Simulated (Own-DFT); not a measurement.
Simulation results for Al16O23 (corundum with two vacancies, atoms displaced)

A calculation, not a measurement: plane-wave PBE density functional theory by an unreviewed code, no spin, of a simulated periodic cell, stress positive in tension, free energy of the whole cell less one offset for each atom, defect cell not probed for a lower state with spin; oxygen file: force components 24 meV/angstrom off all-electron in one glass; forces on such cells passed a denser k mesh, this cell's mesh not checked; offsets are fitted by least squares, one for each functional and potential file, so energies compare only between cells with the same atoms and settings and are not formation energies; the far tail of each file's local potential was reset to the Coulomb form; each entry is a single point on an unrelaxed cell, so the pressure reflects the starting lattice, mostly measured values, from which strain is counted, and rises with the displacements; printed positions are rounded, which can move forces by about a meV/angstrom; the program is a retired in-house code; no spin-orbit coupling; before rounding, a Quantum ESPRESSO 7.3.1 run of the same cell and cutoff gave forces within 1 meV/angstrom rms on each cell, which checks the program and not the settings. Program: Own-DFT development build.

Settings shared by all entries: functional PBE; potential files PseudoDojo norm-conserving, scalar-relativistic, standard set; wave cutoff 72 hartree; occupations Fermi-Dirac; smearing width 0.1 eV; k mesh 3 x 3 x 3 centred on Gamma.

(1) Al16O23 (corundum with two vacancies, atoms displaced)

```cif
# cell vector a (Å): 5.4940 0.0000 8.6604
# cell vector b (Å): -2.7470 4.7579 8.6604
# cell vector c (Å): -2.7470 -4.7579 8.6604
data_Al16O23
_symmetry_space_group_name_H-M 'P 1'
_symmetry_Int_Tables_number 1
_cell_length_a 10.2561
_cell_length_b 10.2560
_cell_length_c 10.2560
_cell_angle_alpha 55.280
_cell_angle_beta 55.280
_cell_angle_gamma 55.280
_cell_volume 679.15
loop_
_atom_site_label
_atom_site_type_symbol
_atom_site_fract_x
_atom_site_fract_y
_atom_site_fract_z
_atom_site_occupancy
Al1 Al 0.16634 0.18797 0.17223 1
Al2 Al 0.32117 0.32253 0.32549 1
Al3 Al 0.42134 0.43228 0.42059 1
Al4 Al 0.07719 0.07447 0.07140 1
O1 O 0.27087 0.47207 0.13331 1
O2 O 0.46248 0.14134 0.27198 1
O3 O 0.12222 0.28099 0.46746 1
O4 O 0.21317 0.02992 0.37657 1
O5 O 0.37335 0.22842 0.02364 1
Al5 Al 0.17045 0.17833 0.67754 1
Al6 Al 0.31070 0.32495 0.82649 1
Al7 Al 0.43874 0.42732 0.92384 1
Al8 Al 0.07476 0.07802 0.57456 1
O6 O 0.28175 0.46507 0.61360 1
O7 O 0.47593 0.12239 0.78659 1
O8 O 0.12502 0.27633 0.97437 1
O9 O 0.21878 0.03262 0.88121 1
O10 O 0.02585 0.38533 0.71653 1
O11 O 0.36047 0.22490 0.52949 1
Al9 Al 0.17793 0.67867 0.17471 1
Al10 Al 0.33243 0.81378 0.32436 1
Al11 Al 0.42273 0.94235 0.41581 1
Al12 Al 0.08508 0.58042 0.06092 1
O12 O 0.26963 0.97326 0.12789 1
O13 O 0.47331 0.63236 0.27378 1
O14 O 0.12974 0.77882 0.47213 1
O15 O 0.21528 0.52840 0.37756 1
O16 O 0.02941 0.87340 0.21899 1
O17 O 0.37047 0.71989 0.02862 1
Al13 Al 0.17047 0.68047 0.68215 1
Al14 Al 0.32088 0.83106 0.82064 1
Al15 Al 0.42251 0.92533 0.92672 1
Al16 Al 0.06860 0.57530 0.57953 1
O18 O 0.28078 0.96440 0.62694 1
O19 O 0.47363 0.62034 0.77478 1
O20 O 0.13061 0.76950 0.97424 1
O21 O 0.23126 0.53414 0.86412 1
O22 O 0.01978 0.87941 0.74013 1
O23 O 0.38375 0.72082 0.52048 1
Al17 Al 0.68782 0.16634 0.17290 1
Al18 Al 0.81443 0.31624 0.34123 1
Al19 Al 0.92540 0.42687 0.43044 1
Al20 Al 0.57337 0.07231 0.07508 1
O24 O 0.79025 0.46053 0.11801 1
O25 O 0.62543 0.27344 0.47771 1
O26 O 0.72302 0.03554 0.37119 1
O27 O 0.51691 0.37799 0.23523 1
O28 O 0.88624 0.21472 0.01623 1
Al21 Al 0.68231 0.18104 0.66630 1
Al22 Al 0.82621 0.31474 0.83179 1
Al23 Al 0.91634 0.44503 0.92106 1
Al24 Al 0.57842 0.06446 0.57712 1
O29 O 0.78071 0.46601 0.62908 1
O30 O 0.97371 0.12622 0.77060 1
O31 O 0.62827 0.27850 0.96065 1
O32 O 0.71373 0.03329 0.87765 1
O33 O 0.52917 0.37968 0.72052 1
O34 O 0.87524 0.22070 0.53142 1
Al25 Al 0.68140 0.67638 0.17145 1
Al26 Al 0.82147 0.83880 0.32311 1
Al27 Al 0.92766 0.93112 0.42024 1
Al28 Al 0.58261 0.57127 0.06563 1
O35 O 0.78260 0.96869 0.12073 1
O36 O 0.96752 0.63137 0.27811 1
O37 O 0.61651 0.78178 0.47486 1
O38 O 0.71486 0.53790 0.37224 1
O39 O 0.52477 0.86918 0.22867 1
O40 O 0.87669 0.72796 0.02193 1
Al29 Al 0.67703 0.67642 0.67055 1
Al30 Al 0.82989 0.82687 0.82156 1
Al31 Al 0.92012 0.93248 0.92170 1
Al32 Al 0.56972 0.56831 0.58029 1
O41 O 0.77173 0.97651 0.62753 1
O42 O 0.97559 0.62496 0.77132 1
O43 O 0.61951 0.78618 0.96739 1
O44 O 0.71856 0.53161 0.87722 1
O45 O 0.53458 0.88439 0.71014 1
O46 O 0.87210 0.71505 0.52591 1
```

The calculation gives: free energy of cell above offsets -50.007 eV; pressure 8.87 GPa; stress xx -8.91 GPa; stress yy -9.16 GPa; stress zz -8.52 GPa; stress yz -0.34 GPa; stress xz 0.52 GPa; stress xy -2.52 GPa.

Force:
```
element  x (eV/Å)  y (eV/Å)  z (eV/Å)
     Al    -0.701    -0.683     1.028
     Al    -1.515     0.849     1.156
     Al     0.333    -0.268    -0.118
     Al     -0.84    -0.812     0.781
      O     1.564     0.821      -0.4
      O     2.588    -1.201    -0.845
      O     0.164    -0.927     0.019
      O     0.322    -0.067     0.762
      O    -0.172    -0.639     0.238
     Al    -0.017     0.385     0.748
     Al     2.491     0.661     1.457
     Al    -1.665    -0.586    -2.313
     Al     0.676     0.256    -1.038
      O    -1.838    -1.229     2.064
      O    -0.459     0.548    -1.269
      O    -1.338     0.844    -1.062
      O     1.471      0.98     -1.85
      O     -0.32    -1.935    -0.853
      O     1.815     -0.79     1.031
     Al     -0.63    -1.452    -1.058
     Al    -1.914      1.18     0.978
     Al     0.422    -2.134     -1.02
     Al    -1.065    -1.953    -0.193
      O     0.434    -0.384     0.452
      O     1.849    -1.066    -1.706
      O    -1.165    -0.454    -0.657
      O     -0.18     0.629     0.453
      O    -0.871     0.422      0.57
      O     1.503     1.013     1.022
     Al     1.843     1.537     0.202
     Al      0.71    -1.305    -0.356
     Al    -0.251      0.45     1.152
     Al     1.724     1.655    -0.639
      O    -0.894     1.115     0.101
      O    -0.798     0.951      2.15
      O    -0.707     1.919     0.353
      O    -0.759    -0.502    -0.768
      O     2.393      1.44    -2.193
      O    -2.042    -0.709    -0.721
     Al    -1.749     1.494     0.302
     Al     2.772     2.017     0.126
     Al    -0.253     1.883    -0.263
     Al    -0.828     0.607    -1.236
      O    -2.741    -0.336     1.135
      O    -1.055     0.546     -0.95
      O     0.173    -0.357    -0.683
      O     2.619     1.107    -0.715
      O    -1.444    -0.467     0.027
     Al    -2.716    -1.939    -0.025
     Al     0.303     2.127    -0.191
     Al     2.763    -1.477    -1.201
     Al     -1.79     2.613     1.587
      O    -0.376     0.105     0.117
      O    -0.361    -0.428     0.972
      O     0.525    -1.736     1.791
      O     1.075     0.051     0.181
      O     0.663    -0.973    -1.166
      O     0.094     0.366     0.264
     Al    -0.456    -0.178     0.034
     Al     1.293    -2.278    -2.349
     Al       0.6     0.477      1.49
     Al    -2.671    -0.932     0.739
      O     -1.54     0.159     0.754
      O    -0.025     -0.14    -0.338
      O     0.721     0.953     1.037
      O     1.379    -1.274    -0.244
      O     0.384      2.16      1.07
      O    -0.164    -0.844    -0.769
     Al     -0.41    -0.236    -0.786
     Al    -1.728     0.225    -0.819
     Al     0.108    -1.083     0.977
     Al      0.17      1.92     0.374
      O     1.825    -0.459     0.021
      O    -0.998     0.715     1.502
      O     1.497    -1.082     0.409
      O     0.988     0.536    -0.896
      O    -0.771     -3.26    -1.876
      O    -0.037     0.858      1.94
```

(2) Al16O23 (corundum with two vacancies, atoms displaced)

```cif
# cell vector a (Å): 5.4940 0.0000 8.6604
# cell vector b (Å): -2.7470 4.7579 8.6604
# cell vector c (Å): -2.7470 -4.7579 8.6604
data_Al16O23
_symmetry_space_group_name_H-M 'P 1'
_symmetry_Int_Tables_number 1
_cell_length_a 10.2561
_cell_length_b 10.2560
_cell_length_c 10.2560
_cell_angle_alpha 55.280
_cell_angle_beta 55.280
_cell_angle_gamma 55.280
_cell_volume 679.15
loop_
_atom_site_label
_atom_site_type_symbol
_atom_site_fract_x
_atom_site_fract_y
_atom_site_fract_z
_atom_site_occupancy
Al1 Al 0.18032 0.17551 0.17963 1
Al2 Al 0.32403 0.32658 0.32276 1
Al3 Al 0.43312 0.42698 0.42099 1
Al4 Al 0.07365 0.08015 0.06987 1
O1 O 0.28266 0.47073 0.11898 1
O2 O 0.45930 0.12678 0.28872 1
O3 O 0.13318 0.27587 0.46573 1
O4 O 0.23257 0.01776 0.37479 1
O5 O 0.03912 0.36998 0.21784 1
O6 O 0.38561 0.22012 0.02470 1
Al5 Al 0.17172 0.18272 0.66342 1
Al6 Al 0.32063 0.32206 0.83243 1
Al7 Al 0.42012 0.42438 0.92397 1
Al8 Al 0.08299 0.07003 0.56588 1
O7 O 0.27796 0.46822 0.62905 1
O8 O 0.46333 0.12936 0.77185 1
O9 O 0.12162 0.28446 0.96846 1
O10 O 0.21628 0.03467 0.88056 1
O11 O 0.01411 0.38613 0.72000 1
O12 O 0.38077 0.20833 0.53148 1
Al9 Al 0.17075 0.67705 0.17271 1
Al10 Al 0.32277 0.82096 0.32639 1
Al11 Al 0.42724 0.92285 0.42967 1
Al12 Al 0.07660 0.57111 0.06818 1
O13 O 0.27356 0.97657 0.11562 1
O14 O 0.46900 0.62153 0.28594 1
O15 O 0.13050 0.76806 0.47335 1
O16 O 0.22397 0.53745 0.37292 1
O17 O 0.02917 0.88408 0.21242 1
O18 O 0.37905 0.72951 0.02058 1
Al13 Al 0.18167 0.66995 0.66638 1
Al14 Al 0.32351 0.83549 0.81601 1
Al15 Al 0.42693 0.92823 0.91944 1
Al16 Al 0.07789 0.57316 0.57199 1
O19 O 0.26982 0.97628 0.63540 1
O20 O 0.47820 0.61992 0.77270 1
O21 O 0.11444 0.78306 0.96467 1
O22 O 0.22938 0.52447 0.87296 1
O23 O 0.02872 0.86232 0.72143 1
O24 O 0.37478 0.71466 0.52998 1
Al17 Al 0.68091 0.16522 0.18001 1
Al18 Al 0.83020 0.30816 0.32988 1
Al19 Al 0.93115 0.42425 0.41679 1
Al20 Al 0.57174 0.08285 0.07476 1
O25 O 0.97217 0.11713 0.29139 1
O26 O 0.62635 0.26903 0.47824 1
O27 O 0.72486 0.03578 0.37448 1
O28 O 0.52396 0.38875 0.21021 1
O29 O 0.87237 0.22588 0.02869 1
Al21 Al 0.67196 0.16895 0.68725 1
Al22 Al 0.83628 0.31780 0.81842 1
Al23 Al 0.91972 0.43058 0.93496 1
Al24 Al 0.59168 0.06817 0.56713 1
O30 O 0.79419 0.45817 0.62898 1
O31 O 0.97308 0.12569 0.77759 1
O32 O 0.61791 0.28465 0.97665 1
O33 O 0.71174 0.02801 0.87839 1
O34 O 0.53202 0.37329 0.71743 1
O35 O 0.87712 0.21220 0.53298 1
Al25 Al 0.68530 0.67046 0.17037 1
Al26 Al 0.82919 0.82426 0.32042 1
Al27 Al 0.92469 0.92929 0.42701 1
Al28 Al 0.57430 0.56893 0.07602 1
O36 O 0.78924 0.97440 0.12089 1
O37 O 0.97115 0.62101 0.27193 1
O38 O 0.62468 0.76624 0.48208 1
O39 O 0.71623 0.52260 0.37579 1
O40 O 0.52626 0.87408 0.22308 1
O41 O 0.88199 0.71672 0.02291 1
Al29 Al 0.67691 0.67752 0.67393 1
Al30 Al 0.83202 0.82809 0.82142 1
Al31 Al 0.93430 0.92963 0.92793 1
Al32 Al 0.57309 0.57797 0.57698 1
O42 O 0.78840 0.96369 0.61711 1
O43 O 0.97199 0.62357 0.78214 1
O44 O 0.72874 0.52612 0.87482 1
O45 O 0.53278 0.87178 0.72083 1
O46 O 0.86864 0.72945 0.52559 1
```

The calculation gives: free energy of cell above offsets -50.383 eV; pressure 8.53 GPa; stress xx -8.75 GPa; stress yy -8.38 GPa; stress zz -8.46 GPa; stress yz -0.12 GPa; stress xz 0.03 GPa; stress xy 0.22 GPa.

Force:
```
element  x (eV/Å)  y (eV/Å)  z (eV/Å)
     Al     1.095    -0.065    -1.395
     Al      0.45     0.556     0.993
     Al    -0.492    -1.439    -0.201
     Al     -0.11     0.032     0.355
      O    -1.307     -0.03     0.481
      O     2.202     0.075    -0.038
      O    -0.869     0.193    -0.911
      O    -1.111     0.514     0.005
      O    -0.762    -0.428     0.126
      O    -1.815    -0.307    -1.481
     Al    -0.253    -0.955     2.782
     Al     1.017     1.053    -1.277
     Al     1.371     0.765     1.737
     Al    -1.298    -1.207     -0.64
      O     0.483     0.053    -0.511
      O     0.704    -0.502     1.256
      O     -0.02    -1.044     0.673
      O     1.223     1.223     -2.05
      O     2.619    -0.404     0.368
      O    -0.314     1.706     0.089
     Al      0.97     0.475     1.203
     Al     1.138      0.73     -0.44
     Al     0.307    -0.283     -0.44
     Al     0.039     0.502     0.051
      O    -0.398    -1.288     2.192
      O     0.539      1.01     0.135
      O    -0.824     1.279     -0.23
      O      0.37    -0.171     -1.82
      O    -0.172     -1.62    -0.887
      O    -0.665    -0.829    -1.347
     Al    -0.893    -1.261     0.623
     Al     0.239    -2.341     0.653
     Al     0.248    -0.553     0.623
     Al     -1.07    -0.699    -0.266
      O     1.483     1.222    -2.136
      O    -1.347    -0.017     0.767
      O     3.123    -1.719     2.619
      O    -0.522     0.153    -0.547
      O     0.139     2.061     2.209
      O     0.076     0.693     1.097
     Al    -1.124     2.324     1.056
     Al    -1.845     1.454     0.049
     Al    -1.289    -1.274     0.211
     Al     0.898    -0.923    -0.699
      O     1.564     1.087     0.071
      O     0.266     0.852     0.113
      O     1.135     0.418    -1.968
      O     0.274     -3.22    -0.776
      O     0.273    -0.695     -0.04
     Al    -0.174     1.758    -0.481
     Al    -2.653    -0.252      0.97
     Al    -0.874     0.411      -0.2
     Al    -3.019    -0.754    -0.257
      O    -0.623     2.329    -1.744
      O     0.567    -0.224    -0.767
      O     1.198    -0.764    -0.258
      O     0.833    -0.764     1.321
      O    -0.363    -0.354     0.266
      O     0.487     0.538     0.397
     Al    -0.662     0.043    -1.034
     Al    -0.055    -1.061     0.203
     Al     2.147    -0.664    -0.929
     Al     0.256     2.432     1.185
      O    -1.418    -0.521    -0.714
      O    -0.346     0.545     1.278
      O     0.428     2.472     0.424
      O     0.867    -0.259     1.269
      O     0.689     0.372     0.731
      O    -0.871    -0.209     0.498
     Al     0.406     -1.83     0.514
     Al    -0.517    -1.324    -1.728
     Al    -1.386     1.145    -2.561
     Al      1.09    -1.126    -1.646
      O    -2.075    -0.941     1.534
      O     0.459     0.378    -0.294
      O    -1.186     0.453     -0.33
      O    -0.241     0.749    -0.132
      O     1.294     0.271     0.049
```

(3) Al16O23 (corundum with two vacancies, atoms displaced)

```cif
# cell vector a (Å): 5.4940 0.0000 8.6604
# cell vector b (Å): -2.7470 4.7579 8.6604
# cell vector c (Å): -2.7470 -4.7579 8.6604
data_Al16O23
_symmetry_space_group_name_H-M 'P 1'
_symmetry_Int_Tables_number 1
_cell_length_a 10.2561
_cell_length_b 10.2560
_cell_length_c 10.2560
_cell_angle_alpha 55.280
_cell_angle_beta 55.280
_cell_angle_gamma 55.280
_cell_volume 679.15
loop_
_atom_site_label
_atom_site_type_symbol
_atom_site_fract_x
_atom_site_fract_y
_atom_site_fract_z
_atom_site_occupancy
Al1 Al 0.16603 0.17848 0.18510 1
Al2 Al 0.32317 0.33120 0.32755 1
Al3 Al 0.41236 0.43593 0.43166 1
Al4 Al 0.06443 0.07826 0.07393 1
O1 O 0.26497 0.46541 0.13905 1
O2 O 0.46854 0.12143 0.28099 1
O3 O 0.11931 0.29752 0.46188 1
O4 O 0.21656 0.02917 0.36564 1
O5 O 0.02835 0.36214 0.23475 1
O6 O 0.36919 0.22663 0.02795 1
Al5 Al 0.18376 0.17804 0.67040 1
Al6 Al 0.32364 0.33175 0.81779 1
Al7 Al 0.43058 0.42713 0.93206 1
Al8 Al 0.08223 0.07377 0.57795 1
O7 O 0.27861 0.46875 0.63395 1
O8 O 0.46595 0.11909 0.78150 1
O9 O 0.12717 0.27884 0.96517 1
O10 O 0.23117 0.02344 0.87403 1
O11 O 0.02887 0.38764 0.71892 1
O12 O 0.38417 0.21766 0.52982 1
Al9 Al 0.16426 0.69246 0.16394 1
Al10 Al 0.32517 0.82329 0.32090 1
Al11 Al 0.41921 0.93433 0.42520 1
Al12 Al 0.07517 0.57494 0.06703 1
O13 O 0.28048 0.96840 0.12586 1
O14 O 0.46660 0.63728 0.27491 1
O15 O 0.12002 0.78089 0.47683 1
O16 O 0.22648 0.53423 0.37174 1
O17 O 0.01980 0.87701 0.22454 1
O18 O 0.36947 0.73253 0.02647 1
Al13 Al 0.18609 0.66776 0.67354 1
Al14 Al 0.32547 0.82910 0.80972 1
Al15 Al 0.42465 0.92048 0.92758 1
Al16 Al 0.07403 0.57657 0.57065 1
O19 O 0.27255 0.98568 0.62248 1
O20 O 0.47296 0.62760 0.77338 1
O21 O 0.12844 0.77571 0.97035 1
O22 O 0.22621 0.51852 0.87067 1
O23 O 0.02686 0.87258 0.72562 1
O24 O 0.37619 0.72507 0.53127 1
Al17 Al 0.67518 0.16733 0.17971 1
Al18 Al 0.83023 0.32146 0.32148 1
Al19 Al 0.93180 0.42328 0.42008 1
Al20 Al 0.58591 0.06695 0.06573 1
O25 O 0.97528 0.11121 0.28184 1
O26 O 0.62346 0.27327 0.47214 1
O27 O 0.71838 0.03160 0.36668 1
O28 O 0.53980 0.36629 0.22402 1
O29 O 0.86576 0.22457 0.03170 1
Al21 Al 0.67975 0.17393 0.67589 1
Al22 Al 0.81456 0.31985 0.83210 1
Al23 Al 0.92999 0.42303 0.93117 1
Al24 Al 0.56453 0.07697 0.57299 1
O30 O 0.77884 0.47342 0.61957 1
O31 O 0.98275 0.11600 0.77608 1
O32 O 0.62381 0.28549 0.95940 1
O33 O 0.73932 0.03099 0.86563 1
O34 O 0.52523 0.37224 0.72307 1
O35 O 0.86400 0.22498 0.53659 1
Al25 Al 0.67597 0.66940 0.18064 1
Al26 Al 0.82113 0.82102 0.33929 1
Al27 Al 0.92093 0.92387 0.43611 1
Al28 Al 0.58146 0.57508 0.06149 1
O36 O 0.77858 0.97471 0.12942 1
O37 O 0.97559 0.61764 0.28010 1
O38 O 0.62058 0.79317 0.46477 1
O39 O 0.72196 0.52678 0.37619 1
O40 O 0.52674 0.88397 0.22288 1
O41 O 0.87292 0.71645 0.03550 1
Al29 Al 0.67451 0.67177 0.66924 1
Al30 Al 0.82162 0.82401 0.82509 1
Al31 Al 0.92193 0.92113 0.93526 1
Al32 Al 0.57571 0.56728 0.58447 1
O42 O 0.77676 0.97127 0.62818 1
O43 O 0.97097 0.62568 0.77388 1
O44 O 0.72629 0.52009 0.88281 1
O45 O 0.52411 0.87805 0.71645 1
O46 O 0.85690 0.72729 0.53725 1
```

**Q.** What stress zz does the calculation give for Al16O23 (corundum with two vacancies, atoms displaced) (entry 3)?
**A.** -8.31 GPa

Further results for Al16O23 (corundum with two vacancies, atoms displaced) (entry 3):

- free energy of cell above offsets: -49.645 eV
- pressure: 8.75 GPa
- stress xx: -9.45 GPa
- stress yy: -8.5 GPa
- stress yz: 0.76 GPa
- stress xz: -0.91 GPa
- stress xy: 1.05 GPa

Force:
```
element  x (eV/Å)  y (eV/Å)  z (eV/Å)
     Al     3.038     1.103    -1.544
     Al     1.082     0.227    -0.889
     Al     2.775     0.055     0.981
     Al      1.24    -0.428     0.828
      O     1.606     1.998      0.37
      O    -0.568     1.773     1.272
      O     1.486    -2.823     0.961
      O    -0.776    -2.609     2.845
      O    -0.523     1.958     0.158
      O     0.883    -0.455     0.559
     Al    -1.928    -0.291     1.183
     Al     1.078    -3.696     0.268
     Al    -1.631    -0.607    -2.478
     Al    -1.457     0.373    -2.715
      O     0.429     2.476    -1.581
      O      0.37      0.83     1.257
      O    -0.509    -1.121      0.15
      O    -1.738     0.907    -1.266
      O     1.032     -1.66     -2.02
      O    -3.095     1.928    -2.135
     Al     0.963    -1.786     0.981
     Al    -1.228     1.186     0.712
     Al     1.404    -0.016    -0.928
     Al     0.365    -1.369    -0.186
      O    -0.311     0.401    -0.414
      O     1.182    -1.578    -0.825
      O     0.915    -0.438    -0.486
      O    -0.353    -0.061     -0.33
      O     0.393    -0.297     0.002
      O     1.134    -1.478    -1.212
     Al    -1.989     0.974     0.126
     Al    -0.633    -0.815     1.733
     Al    -0.047      0.35     1.241
     Al    -1.359     0.131     0.438
      O     1.535     0.181    -0.905
      O     -0.38    -0.745      0.07
      O     0.023     0.527    -0.738
      O    -1.892     0.369      2.12
      O     1.054    -0.137     0.331
      O         0     0.002    -0.194
     Al    -0.913     0.726     0.446
     Al    -1.375    -0.301    -1.355
     Al    -1.693      0.09    -0.511
     Al    -2.426     0.257    -0.429
      O     -0.92     1.412     0.772
      O    -0.204      0.57     0.705
      O    -0.434     -2.12     1.869
      O    -1.332     1.262    -0.395
      O     1.164     0.142    -0.069
     Al    -0.941     0.092    -1.439
     Al     2.339     1.197     1.375
     Al     -1.02     0.835     -0.11
     Al     2.341    -0.888     2.033
      O    -0.493     -0.73     0.648
      O    -1.658     0.542     1.251
      O     0.086    -2.061     0.372
      O    -1.508    -0.849    -0.584
      O     0.409     0.393     0.734
      O     2.198     0.515     1.005
     Al    -0.439     0.422    -0.284
     Al     0.509     1.474    -1.245
     Al    -0.033     0.571    -0.135
     Al    -1.669    -1.108     1.265
      O      0.87     0.432    -1.415
      O    -1.162     1.417      0.72
      O    -0.116    -1.973    -0.614
      O    -0.279    -0.002     0.224
      O     1.251     -0.84    -1.471
      O      0.24     0.554     0.354
     Al    -1.027    -0.332     1.853
     Al     0.248    -0.661    -0.569
     Al     1.072     0.836     0.089
     Al     0.589     1.484    -2.093
      O     -0.21     0.122    -0.242
      O    -0.327    -0.169     0.759
      O       0.3     1.844    -1.913
      O     0.708    -0.753    -0.577
      O     2.283     0.257     1.237
```
